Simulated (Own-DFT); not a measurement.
# Computed records: AlN (wurtzite, atoms displaced)

A calculation, not a measurement: plane-wave PBE density functional theory by an unreviewed code, no spin, of a simulated periodic cell, stress positive in tension, free energy of the whole cell less one offset for each atom, forces on such cells passed a denser k mesh, this cell's mesh not checked; offsets are fitted by least squares, one for each functional and potential file, so energies compare only between cells with the same atoms and settings and are not formation energies; the far tail of each file's local potential was reset to the Coulomb form; each entry is a single point on an unrelaxed cell, so the pressure reflects the starting lattice, mostly measured values (interpolated for alloys), from which strain is counted, and rises with the displacements; printed positions are rounded, which can move forces by about a meV/angstrom; the program, named Own-DFT, is a retired in-house code; no spin-orbit coupling. Program: Own-DFT development build.

Settings shared by all entries: functional PBE; potential files PseudoDojo norm-conserving, scalar-relativistic, standard set; wave cutoff 42 hartree; occupations Fermi-Dirac; smearing width 0.1 eV; hardware one NVIDIA H100; k mesh 2 x 2 x 2 centred on Gamma.

(1) 
```cif
# cell vector a (Å): 12.4480 0.0000 0.0000
# cell vector b (Å): -6.2240 10.7803 0.0000
# cell vector c (Å): 0.0000 0.0000 9.9640
data_AlN
_symmetry_space_group_name_H-M 'P 1'
_symmetry_Int_Tables_number 1
_cell_length_a 12.4480
_cell_length_b 12.4480
_cell_length_c 9.9640
_cell_angle_alpha 90.000
_cell_angle_beta 90.000
_cell_angle_gamma 120.000
_cell_volume 1337.10
loop_
_atom_site_label
_atom_site_type_symbol
_atom_site_fract_x
_atom_site_fract_y
_atom_site_fract_z
_atom_site_occupancy
Al1 Al 0.08248 0.16726 0.99832 1
Al2 Al 0.16472 0.08009 0.24888 1
N1 N 0.08173 0.16390 0.19228 1
N2 N 0.16970 0.08356 0.43842 1
Al3 Al 0.08260 0.16587 0.50339 1
Al4 Al 0.16699 0.08038 0.74979 1
N3 N 0.08295 0.16654 0.69113 1
N4 N 0.16977 0.08465 0.93997 1
Al5 Al 0.08462 0.41873 0.99700 1
Al6 Al 0.16958 0.33446 0.25170 1
N5 N 0.08296 0.41490 0.19018 1
N6 N 0.16750 0.33549 0.44176 1
Al7 Al 0.08404 0.41673 0.49959 1
Al8 Al 0.16467 0.33482 0.75153 1
N7 N 0.08480 0.41770 0.69182 1
N8 N 0.16218 0.32994 0.94191 1
Al9 Al 0.08291 0.66376 0.00230 1
Al10 Al 0.16505 0.58086 0.25032 1
N9 N 0.08400 0.66698 0.19298 1
N10 N 0.16548 0.58052 0.43931 1
Al11 Al 0.08140 0.66529 0.49835 1
Al12 Al 0.16913 0.58512 0.74770 1
N11 N 0.08071 0.66547 0.69024 1
N12 N 0.17084 0.58690 0.94490 1
Al13 Al 0.08207 0.91541 0.00216 1
Al14 Al 0.17108 0.83554 0.24817 1
N13 N 0.08373 0.91671 0.19058 1
N14 N 0.16959 0.83583 0.44238 1
Al15 Al 0.08326 0.91356 0.50478 1
Al16 Al 0.16827 0.83241 0.74850 1
N15 N 0.08419 0.91715 0.68952 1
N16 N 0.16900 0.83406 0.94291 1
Al17 Al 0.32992 0.16535 0.99808 1
Al18 Al 0.41911 0.08519 0.25147 1
N17 N 0.33350 0.16399 0.19187 1
N18 N 0.41885 0.08413 0.43955 1
Al19 Al 0.33056 0.16696 0.50504 1
Al20 Al 0.41534 0.08090 0.75278 1
N19 N 0.33304 0.16572 0.69414 1
N20 N 0.41887 0.08316 0.94173 1
Al21 Al 0.33717 0.41888 0.00361 1
Al22 Al 0.41434 0.33299 0.24927 1
N21 N 0.33415 0.41899 0.19121 1
N22 N 0.41804 0.33288 0.43661 1
Al23 Al 0.33237 0.41558 0.50219 1
Al24 Al 0.41649 0.33359 0.74839 1
N23 N 0.33472 0.41662 0.69334 1
N24 N 0.41720 0.33306 0.94427 1
Al25 Al 0.33261 0.66508 0.00127 1
Al26 Al 0.41896 0.58622 0.24736 1
N25 N 0.33329 0.66962 0.19218 1
N26 N 0.41786 0.58437 0.44142 1
Al27 Al 0.33448 0.66720 0.50229 1
Al28 Al 0.41812 0.58525 0.75285 1
N27 N 0.33453 0.66649 0.68778 1
N28 N 0.41623 0.58474 0.94066 1
Al29 Al 0.33278 0.91614 0.99688 1
Al30 Al 0.41369 0.83295 0.24994 1
N29 N 0.33259 0.91471 0.18949 1
N30 N 0.41786 0.83264 0.43882 1
Al31 Al 0.33286 0.91610 0.50198 1
Al32 Al 0.41612 0.83372 0.75026 1
N31 N 0.33334 0.91664 0.69224 1
N32 N 0.41848 0.83245 0.94472 1
Al33 Al 0.58390 0.16649 0.99968 1
Al34 Al 0.66638 0.08348 0.25152 1
N33 N 0.58577 0.16932 0.19064 1
N34 N 0.66646 0.08314 0.43953 1
Al35 Al 0.58455 0.16885 0.49986 1
Al36 Al 0.66699 0.08166 0.74899 1
N35 N 0.58340 0.16637 0.69059 1
N36 N 0.66538 0.08386 0.94207 1
Al37 Al 0.58161 0.41427 0.99910 1
Al38 Al 0.66696 0.33152 0.25090 1
N37 N 0.58267 0.41586 0.19412 1
N38 N 0.66711 0.33614 0.44022 1
Al39 Al 0.58170 0.41392 0.50000 1
Al40 Al 0.66534 0.33316 0.75276 1
N39 N 0.58158 0.41289 0.69169 1
N40 N 0.66506 0.33099 0.93869 1
Al41 Al 0.58236 0.66458 0.00033 1
Al42 Al 0.66567 0.58372 0.24531 1
N41 N 0.58311 0.66730 0.19025 1
N42 N 0.66614 0.58105 0.44267 1
Al43 Al 0.58046 0.66795 0.49774 1
Al44 Al 0.66789 0.58647 0.75437 1
N43 N 0.58394 0.66763 0.69299 1
N44 N 0.66320 0.58121 0.94112 1
Al45 Al 0.58264 0.91582 0.99709 1
Al46 Al 0.66627 0.83412 0.25065 1
N45 N 0.58362 0.91778 0.19145 1
N46 N 0.66582 0.83072 0.44530 1
Al47 Al 0.58394 0.91593 0.49822 1
Al48 Al 0.66536 0.83375 0.75177 1
N47 N 0.58061 0.91599 0.69015 1
N48 N 0.66500 0.83526 0.94018 1
Al49 Al 0.83200 0.16698 0.00074 1
Al50 Al 0.91659 0.08400 0.25237 1
N49 N 0.83614 0.16755 0.19029 1
N50 N 0.91748 0.08671 0.43971 1
Al51 Al 0.83383 0.16617 0.49529 1
Al52 Al 0.91767 0.08328 0.75241 1
N51 N 0.83291 0.16529 0.68728 1
N52 N 0.91903 0.08682 0.93784 1
Al53 Al 0.83436 0.41688 0.99836 1
Al54 Al 0.91539 0.33620 0.25258 1
N53 N 0.83495 0.41576 0.18991 1
N54 N 0.91628 0.33110 0.44345 1
Al55 Al 0.83507 0.41902 0.49945 1
Al56 Al 0.91606 0.32991 0.74971 1
N55 N 0.83234 0.41461 0.69025 1
N56 N 0.91364 0.33532 0.94312 1
Al57 Al 0.83468 0.66448 0.00109 1
Al58 Al 0.91362 0.58150 0.24847 1
N57 N 0.83424 0.66845 0.19075 1
N58 N 0.91357 0.58128 0.44449 1
Al59 Al 0.82990 0.66463 0.49977 1
Al60 Al 0.91345 0.57732 0.75269 1
N59 N 0.83361 0.66870 0.69086 1
N60 N 0.91741 0.58126 0.94396 1
Al61 Al 0.83389 0.91515 0.00073 1
Al62 Al 0.91745 0.83338 0.25013 1
N61 N 0.83334 0.91835 0.18704 1
N62 N 0.91725 0.83278 0.44102 1
Al63 Al 0.83245 0.91535 0.50178 1
Al64 Al 0.91924 0.83280 0.75377 1
N63 N 0.83612 0.91727 0.68779 1
N64 N 0.91891 0.83412 0.94096 1
_calc_free_energy_of_cell_above_offsets '-62.271'  # eV
_calc_pressure 3.8  # GPa
_calc_stress_xx -3.91  # GPa
_calc_stress_yy -3.46  # GPa
_calc_stress_zz -4.02  # GPa
_calc_stress_yz -0.22  # GPa
_calc_stress_xz -0.18  # GPa
_calc_stress_xy -0.15  # GPa
_calc_wall_time 374.8  # s
```

Force:
```tsv
element	x (eV/Å)	y (eV/Å)	z (eV/Å)
Al	0.386	-0.381	0.622
Al	0.292	0.685	0.211
N	0.298	0.565	-0.309
N	-0.918	-0.431	0.823
Al	0.324	0.093	-0.76
Al	-0.542	0.682	0.148
N	0.386	0.085	0.277
N	-1.088	-0.782	-0.039
Al	-0.3	-0.508	0.669
Al	-0.699	-0.557	-0.294
N	-0.072	0.229	0.032
N	0.27	-0.547	0.135
Al	-0.202	-0.17	0.134
Al	0.924	-0.475	-0.013
N	-0.434	0.066	-0.01
N	0.778	1.193	-0.123
Al	0.11	0.859	0.07
Al	0.224	0.19	-0.168
N	-0.387	-0.204	0.019
N	-0.078	0.619	0.512
Al	0.213	0.18	-0.039
Al	-0.415	-0.085	0.409
N	0.398	-0.054	0.201
N	-0.513	-0.708	-1.114
Al	0.694	0.504	-0.242
Al	-0.715	-0.355	0.431
N	0.038	-0.531	0.023
N	-0.22	-0.796	-0.226
Al	-0.299	0.673	-1.219
Al	-0.587	-0.179	0.477
N	0.286	-0.43	0.795
N	-0.726	-0.603	-0.536
Al	1.216	0.226	0.727
Al	-0.121	-0.428	-0.324
N	-0.52	0.403	-0.495
N	-0.432	-0.116	0.717
Al	1.005	-0.039	-0.981
Al	0.461	0.723	-0.289
N	0.022	0.008	-0.156
N	-0.619	-0.047	-0.04
Al	-0.814	-0.613	-0.763
Al	0.572	-0.403	-0.134
N	0.129	0.025	0.061
N	-0.794	-0.13	1.079
Al	0.467	0.355	-0.287
Al	0.161	-0.178	0.741
N	-0.586	0.19	-0.098
N	-0.421	-0.023	-0.576
Al	0.236	0.809	0.468
Al	-0.666	-0.147	0.738
N	0.302	-0.885	-0.188
N	-0.453	-0.436	-0.327
Al	-0.179	-0.172	-1.071
Al	0.141	-0.348	-0.591
N	-0.206	0.207	0.877
N	0.261	-0.365	0.396
Al	0.556	0.163	0.711
Al	0.693	0.38	-0.118
N	0.167	0.913	-0.123
N	-0.436	0.059	0.58
Al	0.629	0.496	-0.483
Al	0.25	-0.205	0.335
N	0.057	-0.224	-0.065
N	-0.66	-0.182	-0.961
Al	-0.148	0.015	0.193
Al	0.309	0.098	-0.569
N	0.002	-0.556	-0.055
N	0.059	0.016	0.28
Al	0.03	-0.169	0.134
Al	-0.351	0.458	0.031
N	-0.077	-0.157	0.149
N	0.52	-0.241	-0.442
Al	0.337	-0.099	0.559
Al	-0.308	0.651	-0.036
N	0.13	0.105	-0.836
N	0.686	-0.493	0.07
Al	-0.081	0.561	0.023
Al	0.331	-0.458	-0.78
N	-0.138	0.956	0.056
N	0.148	0.684	0.74
Al	-0.293	0.826	-0.196
Al	0.28	-0.333	1.102
N	0.191	0.21	-0.131
N	-0.743	0.379	-0.607
Al	1.19	-0.902	0.816
Al	0.005	-0.705	-1.154
N	-0.182	-0.031	-0.177
N	0.82	0.313	0.548
Al	-0.059	0.573	0.94
Al	0.047	0.228	-0.048
N	-0.104	-0.274	-0.072
N	0.045	0.791	-0.968
Al	-0.371	0.242	0.162
Al	0.45	0.204	-0.592
N	0.438	-0.021	-0.011
N	1.016	-0.621	0.186
Al	0.247	0.066	0.061
Al	0.154	0.061	-0.543
N	-0.735	0.107	0.349
N	0.46	-1.048	0.295
Al	-0.433	-0.101	0.68
Al	-0.249	-0.101	-0.876
N	0.185	-0.114	0.381
N	-0.394	-0.853	0.671
Al	-0.785	-0.5	0.472
Al	1.205	-0.817	-0.302
N	-0.905	0.354	0
N	-0.256	0.828	-0.337
Al	-0.219	-0.966	0.37
Al	-0.377	0.329	-0.002
N	0.048	-0.115	0.256
N	1.23	-0.433	-0.77
Al	-0.558	0.304	-0.214
Al	0.476	0.348	0.541
N	-0.121	-0.397	-0.183
N	0.305	0.666	-0.955
Al	0.132	0.312	0.228
Al	-0.14	0.911	-0.545
N	0.377	-0.629	0.606
N	-0.274	0.338	-0.371
Al	-0.528	0.663	-0.55
Al	-0.191	0.379	0.155
N	0.206	-0.465	0.928
N	-0.099	-0.017	-0.071
Al	0.362	0.4	-0.416
Al	-0.507	0.168	-0.876
N	-0.343	-0.212	1.145
N	-0.293	-0.556	0.301
```

(2) 
```cif
# cell vector a (Å): 12.4480 0.0000 0.0000
# cell vector b (Å): -6.2240 10.7803 0.0000
# cell vector c (Å): 0.0000 0.0000 9.9640
data_AlN
_symmetry_space_group_name_H-M 'P 1'
_symmetry_Int_Tables_number 1
_cell_length_a 12.4480
_cell_length_b 12.4480
_cell_length_c 9.9640
_cell_angle_alpha 90.000
_cell_angle_beta 90.000
_cell_angle_gamma 120.000
_cell_volume 1337.10
loop_
_atom_site_label
_atom_site_type_symbol
_atom_site_fract_x
_atom_site_fract_y
_atom_site_fract_z
_atom_site_occupancy
Al1 Al 0.08446 0.16859 0.00060 1
Al2 Al 0.16579 0.08800 0.24958 1
N1 N 0.08267 0.16736 0.19130 1
N2 N 0.16774 0.08752 0.44551 1
Al3 Al 0.08449 0.16680 0.50102 1
Al4 Al 0.16745 0.08526 0.75180 1
N3 N 0.08382 0.16462 0.68806 1
N4 N 0.16813 0.08308 0.94054 1
Al5 Al 0.08280 0.41824 0.00169 1
Al6 Al 0.16505 0.33170 0.24733 1
N5 N 0.08429 0.41592 0.19320 1
N6 N 0.16792 0.33432 0.44182 1
Al7 Al 0.08099 0.41661 0.49789 1
Al8 Al 0.16662 0.33410 0.74729 1
N7 N 0.08522 0.41806 0.68876 1
N8 N 0.16772 0.33455 0.93981 1
Al9 Al 0.08465 0.66770 0.99812 1
Al10 Al 0.16679 0.58292 0.24837 1
N9 N 0.08114 0.66873 0.19427 1
N10 N 0.16794 0.58400 0.43915 1
Al11 Al 0.08300 0.66799 0.50070 1
Al12 Al 0.16691 0.58572 0.74929 1
N11 N 0.08070 0.66559 0.68810 1
N12 N 0.16856 0.58407 0.94174 1
Al13 Al 0.08474 0.91811 0.99856 1
Al14 Al 0.16892 0.83417 0.24856 1
N13 N 0.08440 0.91771 0.19290 1
N14 N 0.16529 0.83216 0.43911 1
Al15 Al 0.08241 0.91954 0.50291 1
Al16 Al 0.16606 0.83392 0.75011 1
N15 N 0.08237 0.91612 0.69100 1
N16 N 0.16578 0.83216 0.94234 1
Al17 Al 0.33512 0.16905 0.00333 1
Al18 Al 0.41996 0.08490 0.25155 1
N17 N 0.33479 0.16474 0.19198 1
N18 N 0.41909 0.08627 0.44286 1
Al19 Al 0.33274 0.16447 0.49905 1
Al20 Al 0.41945 0.08390 0.74778 1
N19 N 0.33586 0.17010 0.69221 1
N20 N 0.41452 0.07905 0.94148 1
Al21 Al 0.33582 0.41798 0.00026 1
Al22 Al 0.41771 0.33273 0.25187 1
N21 N 0.33299 0.42140 0.19155 1
N22 N 0.41562 0.33280 0.43879 1
Al23 Al 0.33349 0.41849 0.50180 1
Al24 Al 0.41553 0.33455 0.74840 1
N23 N 0.33579 0.42012 0.69208 1
N24 N 0.41440 0.33551 0.93989 1
Al25 Al 0.33262 0.66732 0.99817 1
Al26 Al 0.41536 0.58290 0.25296 1
N25 N 0.33055 0.66482 0.18920 1
N26 N 0.41372 0.57958 0.44144 1
Al27 Al 0.33368 0.66824 0.50179 1
Al28 Al 0.41846 0.58404 0.75284 1
N27 N 0.33471 0.66886 0.68939 1
N28 N 0.41767 0.58496 0.94123 1
Al29 Al 0.33531 0.92123 0.99866 1
Al30 Al 0.41982 0.83347 0.24979 1
N29 N 0.33429 0.91552 0.19364 1
N30 N 0.41840 0.83399 0.44367 1
Al31 Al 0.33418 0.91907 0.49859 1
Al32 Al 0.41578 0.83641 0.74738 1
N31 N 0.33159 0.91928 0.69166 1
N32 N 0.41922 0.83610 0.94292 1
Al33 Al 0.58578 0.16946 0.99923 1
Al34 Al 0.66690 0.08306 0.24926 1
N33 N 0.58374 0.16726 0.19044 1
N34 N 0.66878 0.08355 0.44111 1
Al35 Al 0.58492 0.16822 0.49747 1
Al36 Al 0.66179 0.07892 0.75188 1
N35 N 0.58188 0.16865 0.68892 1
N36 N 0.66766 0.08351 0.94016 1
Al37 Al 0.58288 0.41569 0.99616 1
Al38 Al 0.66583 0.33476 0.24890 1
N37 N 0.58326 0.41346 0.19253 1
N38 N 0.66997 0.33506 0.43740 1
Al39 Al 0.58271 0.41709 0.50004 1
Al40 Al 0.66570 0.33294 0.74995 1
N39 N 0.58383 0.41619 0.69048 1
N40 N 0.66752 0.33511 0.94147 1
Al41 Al 0.58276 0.66641 0.00292 1
Al42 Al 0.66526 0.58202 0.24750 1
N41 N 0.58487 0.66661 0.18979 1
N42 N 0.66673 0.58374 0.43992 1
Al43 Al 0.58188 0.66749 0.50038 1
Al44 Al 0.66863 0.58520 0.75014 1
N43 N 0.58179 0.66621 0.69309 1
N44 N 0.66874 0.58626 0.94107 1
Al45 Al 0.58277 0.91825 0.00168 1
Al46 Al 0.66877 0.83387 0.25218 1
N45 N 0.58476 0.91628 0.19440 1
N46 N 0.66807 0.83157 0.44286 1
Al47 Al 0.58003 0.91577 0.49836 1
Al48 Al 0.66702 0.83231 0.74631 1
N47 N 0.58808 0.92176 0.69231 1
N48 N 0.66708 0.83420 0.93940 1
Al49 Al 0.83190 0.16563 0.00022 1
Al50 Al 0.91834 0.08862 0.25034 1
N49 N 0.83512 0.17039 0.18792 1
N50 N 0.91649 0.08360 0.44251 1
Al51 Al 0.83273 0.16692 0.50134 1
Al52 Al 0.91814 0.08318 0.74962 1
N51 N 0.83227 0.16762 0.69173 1
N52 N 0.91639 0.08281 0.94392 1
Al53 Al 0.83264 0.41741 0.00032 1
Al54 Al 0.91537 0.33246 0.25091 1
N53 N 0.83076 0.41523 0.19016 1
N54 N 0.91549 0.33406 0.44067 1
Al55 Al 0.83313 0.42195 0.49661 1
Al56 Al 0.91918 0.33393 0.75073 1
N55 N 0.83232 0.41747 0.68938 1
N56 N 0.91675 0.33110 0.94380 1
Al57 Al 0.83382 0.66755 0.99914 1
Al58 Al 0.91716 0.58385 0.24913 1
N57 N 0.83488 0.66899 0.19064 1
N58 N 0.91770 0.58150 0.44309 1
Al59 Al 0.83388 0.66834 0.49841 1
Al60 Al 0.91723 0.58607 0.74784 1
N59 N 0.83580 0.66680 0.69050 1
N60 N 0.91714 0.58442 0.93986 1
Al61 Al 0.83107 0.91355 0.00210 1
Al62 Al 0.91668 0.83338 0.24924 1
N61 N 0.83392 0.91442 0.18991 1
N62 N 0.91463 0.83069 0.44153 1
Al63 Al 0.83467 0.91771 0.50252 1
Al64 Al 0.91655 0.83421 0.75216 1
N63 N 0.83251 0.91605 0.69540 1
N64 N 0.91765 0.83370 0.94216 1
_calc_free_energy_of_cell_above_offsets '-62.411'  # eV
_calc_pressure 3.73  # GPa
_calc_stress_xx -3.61  # GPa
_calc_stress_yy -4.3  # GPa
_calc_stress_zz -3.27  # GPa
_calc_stress_yz 0.21  # GPa
_calc_stress_xz -0.2  # GPa
_calc_stress_xy -0.4  # GPa
_calc_wall_time 377.7  # s
```

Force:
```tsv
element	x (eV/Å)	y (eV/Å)	z (eV/Å)
Al	-0.136	-0.299	-0.404
Al	0.928	-1.081	0.428
N	0.044	0.154	-0.233
N	0.27	-0.831	-0.956
Al	-0.565	0.587	-0.203
Al	0.505	-0.237	-0.33
N	-0.329	0.499	0.72
N	-0.219	0.512	0.368
Al	0.425	-0.42	-0.068
Al	0.371	0.795	0.802
N	-0.653	0.068	-0.383
N	-0.325	-0.3	-0.198
Al	0.459	0.193	-0.057
Al	0.214	-0.059	0.253
N	-0.242	0.087	0.254
N	-0.078	0.024	0.096
Al	-0.342	-0.256	0.702
Al	-0.47	0.203	0.372
N	0.924	-0.5	-0.918
N	-0.259	0.148	0.309
Al	0.445	-0.251	-0.617
Al	0.194	-0.339	-0.137
N	0.614	0.61	0.644
N	-0.571	-0.037	-0.377
Al	-0.146	-0.27	0.65
Al	-0.52	0.111	0.311
N	-0.087	0.458	-0.297
N	0.037	0.833	0.537
Al	0.41	-0.567	-0.727
Al	-0.162	-0.234	0.036
N	-0.007	0.415	0.37
N	0.289	0.484	-0.39
Al	0.067	-0.431	-0.673
Al	-0.255	-0.591	-0.142
N	-0.6	0.509	0.14
N	0.052	-0.469	-0.392
Al	-0.128	0.928	0.533
Al	-0.989	0.383	0.475
N	-0.108	-0.683	-0.237
N	0.16	2.034	-0.398
Al	-0.967	0.362	0.186
Al	-0.598	0.288	-0.402
N	0.787	-1.287	-0.212
N	0.093	0.023	0.661
Al	0.105	-0.738	-0.179
Al	0.383	0.107	0.094
N	-0.302	-0.394	-0.167
N	1.034	-0.45	0.111
Al	0.53	0.295	0.307
Al	0.053	0.43	-0.455
N	0.614	0.631	0.212
N	0.11	1.297	0.122
Al	-0.057	-0.606	-0.433
Al	-0.545	0.227	-0.152
N	-0.055	0.028	0.627
N	-0.058	-0.118	0.118
Al	0.102	-1.568	0.773
Al	-0.73	-0.469	0.041
N	0.279	0.546	-0.325
N	-0.613	-0.096	-0.486
Al	-0.32	-0.472	-0.003
Al	0.678	-0.152	0.521
N	0.416	-0.345	-0.432
N	-0.585	-0.261	-0.553
Al	-0.235	-0.627	0.075
Al	0.151	0.408	0.196
N	0.245	-0.037	-0.045
N	-0.573	-0.198	-0.306
Al	0.39	0.33	0.262
Al	0.548	1.857	-0.275
N	0.764	-0.427	0.17
N	-0.564	0.093	0.418
Al	-0.291	0.533	0.55
Al	0.686	-0.428	0.174
N	-0.769	0.67	-0.9
N	-0.885	-0.215	0.37
Al	0.253	-0.111	-0.244
Al	0.434	0.339	-0.222
N	-0.371	0.36	0.211
N	-0.118	-0.361	-0.318
Al	0.008	0.497	-0.661
Al	0.467	0.154	0.32
N	-0.638	0.011	0.627
N	-0.184	-0.031	0.093
Al	0.358	-0.641	0.051
Al	0.009	-0.26	-0.148
N	0.452	0.073	-0.573
N	-0.192	-0.638	0.014
Al	0.712	-0.33	-0.17
Al	0.231	-0.27	-0.144
N	0.108	0.154	-0.372
N	-0.657	0.524	0.031
Al	1.316	0.564	0.495
Al	-0.447	0.269	0.899
N	-0.745	-1.664	-0.762
N	-0.321	-0.241	0.237
Al	0.489	0.082	-0.365
Al	-0.132	-1.18	-0.06
N	-0.191	-0.834	0.585
N	0.129	0.085	-0.252
Al	0.099	0.316	0.219
Al	-0.613	0.216	0.467
N	0.279	-0.334	0.175
N	0.232	-0.037	-0.336
Al	0.536	0.096	-0.158
Al	-0.069	0.616	-0.088
N	0.377	0.441	0.036
N	-0.068	-0.149	-0.028
Al	0.678	-1.343	0.832
Al	-0.703	0.085	-0.125
N	0.315	-0.033	0.275
N	-0.387	0.672	-0.429
Al	0.284	0.055	0.279
Al	-0.335	-0.161	0.259
N	-0.184	-0.693	-0.014
N	-0.624	1.241	-0.777
Al	0.156	-0.705	0.197
Al	0.155	-0.955	0.312
N	-0.895	0.498	-0.116
N	0.159	-0.135	0.009
Al	0.106	0.535	-0.454
Al	0.379	0.128	0.229
N	-0.474	0.935	0.57
N	0.102	1.041	-0.052
Al	-0.027	-0.263	-0.079
Al	0.171	-0.273	-0.058
N	0.363	0.173	-0.785
N	-0.025	0.062	-0.156
```
